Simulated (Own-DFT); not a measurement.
## Calculated data, AlN (wurtzite, strained, atoms displaced)

All values are calculated (Own-DFT development build). A calculation, not a measurement: plane-wave PBE density functional theory by an unreviewed code, no spin, of a simulated periodic cell, stress positive in tension, free energy of the whole cell less one offset for each atom, forces on such cells passed a denser k mesh, this cell's mesh not checked; offsets are fitted by least squares, one for each functional and potential file, so energies compare only between cells with the same atoms and settings and are not formation energies; the far tail of each file's local potential was reset to the Coulomb form; each entry is a single point on an unrelaxed cell, so the pressure reflects the starting lattice, mostly measured values (interpolated for alloys), from which strain is counted, and rises with the displacements; printed positions are rounded, which can move forces by about a meV/angstrom; the program, named Own-DFT, is a retired in-house code; no spin-orbit coupling.

Settings shared by all entries: functional PBE; potential files PseudoDojo norm-conserving, scalar-relativistic, standard set; wave cutoff 42 hartree; occupations Fermi-Dirac; smearing width 0.1 eV; hardware one NVIDIA H100; k mesh 2 x 2 x 2 centred on Gamma.

(1) AlN (wurtzite, strained, atoms displaced)

```
AlN
1.0
     12.6338     0.1544     0.0318
     -6.1832    10.8052    -0.0303
      0.0255    -0.0133     9.9985
Al N Al N Al N Al N Al N Al N Al N Al N Al N Al N Al N Al N Al N Al N Al N Al N Al N Al N Al N Al N Al N Al N Al N Al N Al N Al N Al N Al N Al N Al N Al N Al N
2 2 2 2 2 2 2 2 2 2 2 2 2 2 2 2 2 2 2 2 2 2 2 2 2 2 2 2 2 2 2 2 2 2 2 2 2 2 2 2 2 2 2 2 2 2 2 2 2 2 2 2 2 2 2 2 2 2 2 2 2 2 2 2
Direct
  0.08324 0.16559 0.00405
  0.17334 0.08223 0.24921
  0.07902 0.15606 0.19416
  0.17133 0.08143 0.43306
  0.07791 0.16608 0.50073
  0.16177 0.08359 0.74715
  0.07243 0.15677 0.69200
  0.17523 0.08263 0.94304
  0.08406 0.41879 0.99026
  0.16637 0.33250 0.25035
  0.08658 0.41882 0.19215
  0.17273 0.33937 0.44045
  0.08162 0.40960 0.50372
  0.16997 0.33985 0.75034
  0.07831 0.41157 0.69745
  0.17084 0.33300 0.94827
  0.08751 0.66988 0.99768
  0.17543 0.59346 0.25415
  0.08502 0.67451 0.20222
  0.16475 0.58443 0.44130
  0.07816 0.66422 0.49770
  0.16749 0.58656 0.75269
  0.08877 0.67170 0.68616
  0.16390 0.58003 0.94041
  0.08445 0.92035 0.99330
  0.16333 0.82906 0.25547
  0.08003 0.92567 0.19463
  0.16199 0.82159 0.44843
  0.08387 0.92078 0.48974
  0.16617 0.83570 0.75425
  0.07527 0.91351 0.69385
  0.16113 0.82448 0.94413
  0.33716 0.16919 0.99695
  0.42152 0.08266 0.24823
  0.33105 0.16364 0.18746
  0.41278 0.08234 0.43357
  0.32895 0.16783 0.50179
  0.41926 0.08120 0.74643
  0.33195 0.16650 0.68686
  0.41916 0.08604 0.95542
  0.33806 0.42045 0.00745
  0.41025 0.33373 0.24332
  0.32579 0.41855 0.19774
  0.41805 0.33133 0.43802
  0.32728 0.41207 0.50222
  0.41767 0.33200 0.75386
  0.33410 0.41595 0.69030
  0.41110 0.33954 0.94125
  0.33353 0.67205 0.00116
  0.41535 0.57920 0.25233
  0.33044 0.66195 0.18443
  0.41479 0.57961 0.43279
  0.33713 0.66816 0.50347
  0.42739 0.58737 0.74425
  0.33989 0.66951 0.68538
  0.41508 0.58194 0.94085
  0.33795 0.91398 0.99967
  0.42424 0.83684 0.24621
  0.34109 0.91758 0.18442
  0.42819 0.84111 0.43711
  0.32732 0.91434 0.49749
  0.42087 0.83231 0.74313
  0.33012 0.91212 0.69125
  0.41238 0.83872 0.94057
  0.57942 0.16282 0.99458
  0.65902 0.07464 0.24383
  0.58647 0.16644 0.19294
  0.66837 0.08026 0.44171
  0.58368 0.16350 0.49840
  0.66290 0.07707 0.74971
  0.58090 0.16654 0.68431
  0.65853 0.08176 0.93664
  0.58596 0.41451 0.00057
  0.66113 0.32566 0.26069
  0.58168 0.41698 0.19511
  0.67338 0.34205 0.43400
  0.58431 0.42310 0.49351
  0.65886 0.32504 0.75208
  0.58269 0.41443 0.69654
  0.67070 0.34004 0.94473
  0.58369 0.66983 0.99728
  0.67079 0.58642 0.24932
  0.58219 0.65940 0.18567
  0.67750 0.58358 0.43736
  0.58782 0.66813 0.50898
  0.66381 0.58401 0.74636
  0.58881 0.66766 0.68899
  0.66719 0.58330 0.94261
  0.59026 0.92622 0.98764
  0.66792 0.83812 0.24791
  0.58441 0.91751 0.19855
  0.66333 0.82848 0.44469
  0.58319 0.91413 0.49861
  0.66941 0.83589 0.74680
  0.58390 0.91715 0.69236
  0.66384 0.82499 0.93238
  0.83998 0.17035 0.01023
  0.91707 0.09012 0.24233
  0.82903 0.16110 0.18564
  0.92515 0.08404 0.44473
  0.83383 0.16673 0.50702
  0.91197 0.08043 0.75523
  0.83660 0.16354 0.68444
  0.91988 0.08152 0.94944
  0.83343 0.42000 0.01334
  0.91530 0.33432 0.24914
  0.83597 0.42028 0.19823
  0.91746 0.32994 0.43344
  0.83357 0.41805 0.49836
  0.92113 0.33235 0.74826
  0.83309 0.41956 0.69498
  0.91560 0.33234 0.93774
  0.82998 0.66137 0.00231
  0.91662 0.58337 0.25658
  0.83483 0.66740 0.19334
  0.91679 0.58031 0.43708
  0.83689 0.66924 0.50556
  0.91829 0.58166 0.74602
  0.83399 0.66348 0.69797
  0.92812 0.58945 0.93840
  0.83706 0.91802 0.00777
  0.91667 0.83687 0.25589
  0.83665 0.91164 0.18982
  0.91496 0.83250 0.43968
  0.83202 0.91179 0.50696
  0.91562 0.82848 0.74399
  0.83509 0.91725 0.68866
  0.91640 0.84390 0.93770
```

The calculation gives: free energy of cell above offsets -54.017 eV; pressure 0.12 GPa; stress xx 2.2 GPa; stress yy 0.19 GPa; stress zz -2.74 GPa; stress yz -0.23 GPa; stress xz 0.5 GPa; stress xy 3.32 GPa; wall time 427.5 s.

Force:
| element | x (eV/Å) | y (eV/Å) | z (eV/Å) |
| --- | --- | --- | --- |
| Al | 1.155 | 0.138 | -0.127 |
| Al | -1.033 | 0.628 | -0.512 |
| N | -0.023 | 2.084 | -0.205 |
| N | -0.943 | 0.842 | 1.722 |
| Al | 1.898 | 0.354 | -0.097 |
| Al | 0.894 | -0.488 | 0.709 |
| N | 0.495 | 2.049 | -0.015 |
| N | -1.262 | 0.665 | -1.028 |
| Al | 0.226 | -1.053 | 1.938 |
| Al | -0.949 | -0.486 | -0.369 |
| N | -1.021 | -0.094 | -0.501 |
| N | -0.828 | -1.929 | 0.525 |
| Al | -0.803 | 1.509 | -0.973 |
| Al | 0.822 | -1.626 | 0.984 |
| N | 0.993 | 1.47 | -0.964 |
| N | -0.449 | 0.058 | -1.083 |
| Al | -0.559 | -1.507 | 1.601 |
| Al | -1.007 | -1.734 | -0.335 |
| N | 0.369 | -2.285 | -1.761 |
| N | 1.245 | -0.414 | 0.948 |
| Al | 0.798 | -1.152 | 0.521 |
| Al | 0.215 | 0.012 | -0.942 |
| N | -0.612 | -0.93 | 0.782 |
| N | 0.74 | 1.485 | -0.296 |
| Al | -0.359 | -1.017 | 1.169 |
| Al | -0.037 | 2.5 | -0.451 |
| N | 1.535 | -2.459 | -0.455 |
| N | -0.465 | 3.017 | -1.3 |
| Al | 0.226 | -1.141 | 1.304 |
| Al | -0.172 | -0.442 | -0.636 |
| N | 1.446 | 0.783 | -1.071 |
| N | 0.702 | 3.041 | -0.599 |
| Al | -1.019 | 0.25 | 0.695 |
| Al | -1.08 | 0.079 | -0.68 |
| N | 0.785 | 0.958 | 0.049 |
| N | 0.683 | -0.031 | 1.472 |
| Al | 1.145 | 0.024 | -1.149 |
| Al | -1.261 | -0.204 | 0.425 |
| N | 0.1 | -0.369 | 1.289 |
| N | 0.158 | -0.708 | -2.711 |
| Al | -2.009 | 0.32 | -0.235 |
| Al | 1.206 | -0.313 | 0.879 |
| N | 1.462 | -0.709 | -1.019 |
| N | -0.666 | 0.579 | 0.227 |
| Al | 1.702 | 0.928 | -0.67 |
| Al | -0.507 | 0.206 | -0.648 |
| N | -0.173 | 0.404 | 0.077 |
| N | 2.889 | -1.311 | 0.176 |
| Al | 0.421 | -1.045 | -0.939 |
| Al | 0.164 | 1.123 | -1.231 |
| N | 0.756 | 1.556 | 1.2 |
| N | 0.62 | 0.593 | 2.731 |
| Al | -0.615 | -0.155 | -2.042 |
| Al | -1.526 | -1.119 | 1.176 |
| N | -0.145 | -0.714 | 1.415 |
| N | 0.197 | 1.148 | -0.628 |
| Al | -3.483 | 1.355 | 0.578 |
| Al | -1.071 | -1.289 | 0.324 |
| N | -1.035 | -0.442 | 1.469 |
| N | -1.773 | -1.435 | 0.465 |
| Al | 0.871 | 0.165 | -0.044 |
| Al | -1.248 | 0.202 | 0.897 |
| N | 0.324 | 0.826 | -0.039 |
| N | 3.785 | -1.495 | -1.494 |
| Al | 0.148 | 1.901 | 1.591 |
| Al | 0.923 | 2.407 | 1.634 |
| N | -0.292 | -0.352 | -0.677 |
| N | 0.062 | 0.402 | -0.162 |
| Al | -0.681 | 0.486 | -1.204 |
| Al | 0.38 | 1.848 | -0.844 |
| N | 0.599 | -0.855 | 1.101 |
| N | 1.909 | 1.366 | -0.165 |
| Al | -1.776 | 1.092 | 0.644 |
| Al | -0.027 | 1.507 | -3.004 |
| N | 0.093 | -0.581 | -0.443 |
| N | -0.289 | -1.535 | 3.23 |
| Al | 0.286 | -1.465 | 0.576 |
| Al | 1.177 | 2.177 | 0.029 |
| N | -0.605 | 0.27 | -1.038 |
| N | 0.733 | -1.971 | -0.489 |
| Al | 0.063 | -1.754 | 0.547 |
| Al | 0.069 | -0.556 | -0.382 |
| N | -0.999 | 1.505 | 0.789 |
| N | -1.602 | 0.956 | 1.229 |
| Al | -0.259 | -1.032 | -3.128 |
| Al | 2.126 | -0.992 | 1.569 |
| N | -0.861 | 0.486 | 0.565 |
| N | -0.042 | -0.155 | -0.598 |
| Al | -0.359 | -3.268 | 1.296 |
| Al | 1.396 | -1.801 | 0.468 |
| N | 0.482 | -0.862 | -2.615 |
| N | 0.873 | 0.726 | -0.34 |
| Al | 0.39 | 0.802 | 0.077 |
| Al | 0.733 | -0.144 | -0.04 |
| N | 0.166 | -0.594 | -0.356 |
| N | -0.444 | 2.775 | 0.94 |
| Al | -0.507 | 0.067 | -3.031 |
| Al | 1.551 | -1.855 | 1.8 |
| N | -1.1 | 0.737 | 1.888 |
| N | -2.588 | -0.987 | -1.259 |
| Al | 0.436 | -0.513 | -2.744 |
| Al | 0.973 | -0.188 | -0.006 |
| N | -1.547 | 0.177 | 2.637 |
| N | -1.22 | 0.526 | -0.751 |
| Al | 0.639 | 0.296 | -1.987 |
| Al | 1.226 | 0.237 | -0.469 |
| N | -0.695 | -0.89 | -0.263 |
| N | -0.18 | 0.054 | 1.924 |
| Al | 0.349 | -0.407 | 0.365 |
| Al | -2.221 | -0.464 | 0.516 |
| N | 0.309 | -1.703 | -1.053 |
| N | 0.002 | -0.102 | 0.895 |
| Al | 0.557 | 1.495 | -0.553 |
| Al | 0.163 | 0.724 | -1.368 |
| N | 0.069 | 0.102 | -0.167 |
| N | -0.391 | 0.692 | 1.976 |
| Al | 0.374 | -0.713 | -0.635 |
| Al | 0.651 | 0.53 | 1.057 |
| N | -0.866 | 0.042 | -1.245 |
| N | -1.453 | -1.147 | 0.692 |
| Al | -0.7 | -0.616 | -1.172 |
| Al | 1.165 | -0.807 | -1.161 |
| N | -2.738 | 1.258 | 0.911 |
| N | 0.537 | -0.045 | 1.184 |
| Al | -0.4 | 1.244 | -1.7 |
| Al | -0.629 | 0.806 | 1.667 |
| N | -0.791 | -0.663 | 0.971 |
| N | 1.759 | -1.931 | -0.215 |

(2) AlN (wurtzite, strained, atoms displaced)

```
AlN
1.0
     12.6857    -0.0101     0.2442
     -6.3516    10.5942    -0.1727
      0.1955    -0.0468     9.8712
Al N Al N Al N Al N Al N Al N Al N Al N Al N Al N Al N Al N Al N Al N Al N Al N Al N Al N Al N Al N Al N Al N Al N Al N Al N Al N Al N Al N Al N Al N Al N Al N
2 2 2 2 2 2 2 2 2 2 2 2 2 2 2 2 2 2 2 2 2 2 2 2 2 2 2 2 2 2 2 2 2 2 2 2 2 2 2 2 2 2 2 2 2 2 2 2 2 2 2 2 2 2 2 2 2 2 2 2 2 2 2 2
Direct
  0.08048 0.17405 0.00924
  0.16765 0.08615 0.24946
  0.08275 0.16392 0.20389
  0.16576 0.08233 0.44150
  0.08201 0.16265 0.49774
  0.17268 0.09079 0.74657
  0.08350 0.16428 0.69227
  0.16977 0.08744 0.94407
  0.08502 0.42026 0.99849
  0.17282 0.32949 0.25112
  0.09188 0.41675 0.19357
  0.16237 0.32815 0.44923
  0.08927 0.42014 0.50010
  0.17119 0.33643 0.75832
  0.08669 0.41485 0.68953
  0.16307 0.33751 0.93983
  0.08328 0.67542 0.01106
  0.16739 0.58192 0.25693
  0.08262 0.65975 0.19140
  0.16455 0.58575 0.44486
  0.07675 0.67185 0.50159
  0.16729 0.58625 0.75137
  0.08475 0.66764 0.68926
  0.16752 0.58498 0.94133
  0.08683 0.91477 0.99698
  0.16319 0.82881 0.24516
  0.08818 0.91537 0.18960
  0.16617 0.83871 0.44256
  0.07882 0.90650 0.49949
  0.16349 0.83764 0.75156
  0.07653 0.91629 0.69275
  0.16640 0.82996 0.94593
  0.33506 0.16322 0.00730
  0.42049 0.07805 0.25490
  0.33218 0.16749 0.19291
  0.41006 0.07966 0.43612
  0.33057 0.16668 0.50104
  0.41337 0.08310 0.74898
  0.34237 0.17556 0.69350
  0.41545 0.07814 0.93726
  0.33144 0.41929 0.98780
  0.41455 0.33379 0.24754
  0.33181 0.41387 0.19159
  0.41277 0.33143 0.44445
  0.33382 0.41901 0.49533
  0.41123 0.33031 0.74403
  0.33194 0.41124 0.68429
  0.41920 0.33964 0.94464
  0.34254 0.66868 0.99596
  0.41615 0.57502 0.25167
  0.33303 0.66610 0.18822
  0.41582 0.58262 0.45186
  0.33189 0.66150 0.50129
  0.41507 0.57564 0.75647
  0.33014 0.66256 0.70237
  0.41288 0.58274 0.94866
  0.33752 0.92115 0.99732
  0.41456 0.83054 0.25721
  0.33426 0.91662 0.19002
  0.42276 0.83820 0.42541
  0.33466 0.92006 0.50289
  0.42538 0.84100 0.75158
  0.32671 0.91610 0.69146
  0.41765 0.83616 0.94075
  0.59519 0.17002 0.99457
  0.66396 0.08000 0.25464
  0.58161 0.16385 0.19074
  0.66993 0.08621 0.44606
  0.58357 0.16961 0.50073
  0.67642 0.09126 0.75025
  0.58469 0.17144 0.69766
  0.67068 0.08367 0.94112
  0.59009 0.42002 0.99364
  0.66604 0.33708 0.25898
  0.59414 0.42133 0.19126
  0.66485 0.32891 0.43818
  0.57839 0.41407 0.50301
  0.66240 0.33834 0.75788
  0.58195 0.41771 0.69264
  0.67033 0.33811 0.94425
  0.57919 0.65803 0.00923
  0.66606 0.57973 0.25130
  0.58564 0.67461 0.19178
  0.66231 0.58520 0.43639
  0.57510 0.65568 0.50135
  0.66518 0.57866 0.74846
  0.57741 0.66235 0.68903
  0.66598 0.58587 0.94510
  0.58345 0.91427 0.00149
  0.66659 0.83211 0.25104
  0.59184 0.92651 0.19469
  0.66403 0.83553 0.44779
  0.57527 0.91331 0.50303
  0.67114 0.83324 0.74479
  0.58178 0.92380 0.68362
  0.66143 0.83043 0.94259
  0.83193 0.16876 0.00168
  0.90766 0.07648 0.24396
  0.83499 0.16163 0.19373
  0.91435 0.08406 0.43933
  0.83752 0.16505 0.49856
  0.91839 0.08728 0.74434
  0.83769 0.16439 0.69466
  0.91805 0.08238 0.93584
  0.83221 0.41787 0.00408
  0.91752 0.33004 0.24961
  0.83971 0.42586 0.19809
  0.92099 0.33626 0.44497
  0.83365 0.41849 0.49807
  0.91101 0.34058 0.74559
  0.82881 0.41967 0.67765
  0.91813 0.33535 0.94453
  0.83665 0.67194 0.00738
  0.92112 0.58684 0.24450
  0.84827 0.67302 0.18373
  0.91346 0.58398 0.44882
  0.83000 0.65966 0.49540
  0.90437 0.58720 0.75500
  0.82852 0.66426 0.68798
  0.90866 0.58531 0.95652
  0.83405 0.91841 0.00714
  0.91905 0.83520 0.25400
  0.83981 0.92138 0.18235
  0.92015 0.83991 0.43315
  0.83751 0.91482 0.51100
  0.91307 0.82780 0.74845
  0.83600 0.91820 0.69180
  0.91562 0.83462 0.94751
```

The calculation gives: free energy of cell above offsets -51.619 eV; pressure 7.48 GPa; stress xx 0.59 GPa; stress yy -12.8 GPa; stress zz -10.24 GPa; stress yz -1.78 GPa; stress xz 5.26 GPa; stress xy 1.28 GPa; wall time 399.6 s.

Force:
| element | x (eV/Å) | y (eV/Å) | z (eV/Å) |
| --- | --- | --- | --- |
| Al | 0.937 | -1.762 | -0.873 |
| Al | 0.501 | -1.133 | 0.27 |
| N | -0.661 | -0.33 | -1.718 |
| N | 0.514 | -0.379 | 0.442 |
| Al | -0.617 | -0.232 | 0.493 |
| Al | -0.982 | -0.744 | 0.953 |
| N | 0.406 | 0.629 | -0.246 |
| N | 0.026 | 0.227 | -0.218 |
| Al | -0.817 | 0.572 | 0.797 |
| Al | -2.236 | 0.649 | 1.185 |
| N | -0.758 | -1.022 | -0.177 |
| N | 1.304 | 1.614 | -1.53 |
| Al | -0.975 | -1.015 | 0.352 |
| Al | -1.451 | -0.908 | -2.791 |
| N | -0.924 | 0.245 | 0.882 |
| N | 1.578 | -0.217 | 1.187 |
| Al | 1.076 | -3.067 | -1.996 |
| Al | 0.313 | 0.221 | -1.184 |
| N | 0.412 | 0.696 | 1.423 |
| N | 0.472 | 0.883 | 0.077 |
| Al | 1.571 | -0.753 | 0.268 |
| Al | -0.83 | -0.513 | 0.222 |
| N | -1.556 | -0.136 | 0.99 |
| N | -0.291 | 0.953 | 0.5 |
| Al | -1.489 | 0.964 | 0.533 |
| Al | 0.761 | 1.344 | 0.75 |
| N | -0.787 | 0.01 | 0.132 |
| N | 1.6 | -1.188 | -0.818 |
| Al | -1.207 | 2.532 | 0.144 |
| Al | 0.191 | -1.089 | 0.027 |
| N | 1.258 | -0.058 | -0.098 |
| N | 0.187 | 1.955 | -1.171 |
| Al | -0.58 | 0.577 | -1.27 |
| Al | -1.451 | 0.888 | -1.696 |
| N | 1.167 | -0.351 | 0.552 |
| N | 0.954 | 1.511 | 2.143 |
| Al | -0.136 | -0.897 | -0.544 |
| Al | 0.822 | 0.597 | 0.24 |
| N | -0.454 | -3.589 | -1.306 |
| N | 0.305 | 2.51 | 0.274 |
| Al | 0.111 | -1.785 | 2.074 |
| Al | 1.191 | 0.073 | 0.043 |
| N | 1.074 | -0.133 | -0.673 |
| N | 0.752 | 1.054 | -0.818 |
| Al | -0.977 | -2.164 | 0.799 |
| Al | 0.533 | 2.846 | 1.917 |
| N | 0.031 | 0.417 | 1.56 |
| N | 0.656 | -0.643 | -0.713 |
| Al | -3.69 | 0.567 | 0.802 |
| Al | -1.264 | 2.417 | 0.042 |
| N | 0.951 | -0.567 | 0.909 |
| N | -0.091 | 0.063 | -2.28 |
| Al | -1.271 | 1.321 | 0.74 |
| Al | -0.842 | 1.303 | -0.907 |
| N | 1.481 | 1.058 | -1.462 |
| N | 2.426 | -0.01 | -1.334 |
| Al | -0.14 | -1.908 | 1.005 |
| Al | 0.138 | 0.647 | -5.414 |
| N | 0.019 | -1.187 | 0.03 |
| N | -1.156 | -0.908 | 6.347 |
| Al | -0.253 | -1.43 | -0.781 |
| Al | -1.606 | -1.276 | 0.106 |
| N | 1.24 | -0.001 | -0.036 |
| N | 0.901 | 0.341 | 0.116 |
| Al | -2.165 | -1.083 | 0.971 |
| Al | 0.145 | 2.659 | 0.614 |
| N | 0.877 | 0.952 | -0.144 |
| N | -0.615 | 0.091 | -0.053 |
| Al | 0.321 | -1.514 | 0.593 |
| Al | -1.27 | -0.745 | -0.493 |
| N | 0.041 | -0.538 | -0.453 |
| N | 0.141 | 0.108 | -0.306 |
| Al | -1.668 | -0.413 | 1.544 |
| Al | 1.117 | -0.692 | -2.327 |
| N | -1.74 | -1.516 | -0.568 |
| N | -0.687 | 1.868 | 1.71 |
| Al | 0.462 | -0.166 | -0.845 |
| Al | 1.071 | -0.484 | -1.668 |
| N | -0.054 | -1.024 | -0.218 |
| N | 0.574 | -0.297 | -0.368 |
| Al | -0.631 | 1.649 | -1.768 |
| Al | 0.392 | 2.371 | -0.981 |
| N | 0.593 | -3.272 | 0.937 |
| N | 1.526 | -0.929 | 0.993 |
| Al | -0.03 | 2.765 | 0.109 |
| Al | -1.534 | 1.954 | 0.902 |
| N | 1.157 | -0.28 | 0.89 |
| N | 1.112 | 0.176 | -0.791 |
| Al | -0.507 | 0.449 | 0.371 |
| Al | -0.175 | 2.605 | 1.025 |
| N | -0.29 | -3.789 | -1.049 |
| N | 1.181 | -0.978 | -0.329 |
| Al | 1.362 | 1.063 | -1.662 |
| Al | -1.562 | -0.008 | 0.678 |
| N | 1.385 | -0.447 | 1.992 |
| N | 1.164 | -0.271 | -0.415 |
| Al | 1.263 | -0.845 | -0.32 |
| Al | 1.454 | 1.973 | 2.063 |
| N | -1.519 | 0.799 | -0.668 |
| N | 1.443 | -1.153 | 0.141 |
| Al | -1.333 | 0.591 | 0.438 |
| Al | 1.142 | -0.094 | 1.325 |
| N | -1.132 | 1.388 | -0.852 |
| N | -0.533 | 0.923 | 1.223 |
| Al | 0.745 | 0.144 | 0.782 |
| Al | 0.368 | 1.151 | 0.504 |
| N | -0.127 | -3.274 | -0.51 |
| N | -0.309 | 0.028 | -0.374 |
| Al | 0.351 | -1.207 | -1.58 |
| Al | 2.022 | -0.323 | 0.018 |
| N | -0.347 | -0.126 | 3.712 |
| N | -0.942 | 0.572 | -0.523 |
| Al | -1.679 | 0.051 | -1.448 |
| Al | -0.392 | 0.668 | 1.415 |
| N | -2.117 | -0.781 | 3.4 |
| N | 0.707 | 0.461 | -1.994 |
| Al | -1.567 | 1.557 | -0.082 |
| Al | 3.13 | -0.555 | 0.162 |
| N | -0.626 | 0.015 | -0.335 |
| N | 1.923 | -0.095 | -2.512 |
| Al | -0.471 | -0.323 | -3.422 |
| Al | 0.25 | 0.965 | -2.493 |
| N | -0.342 | -2.849 | 2.901 |
| N | 0.056 | -1.739 | 2.544 |
| Al | -1.774 | 0.575 | -2.685 |
| Al | -0.678 | 1.735 | 1.53 |
| N | 0.295 | -0.987 | 0.956 |
| N | 0.678 | 0.199 | -1.486 |
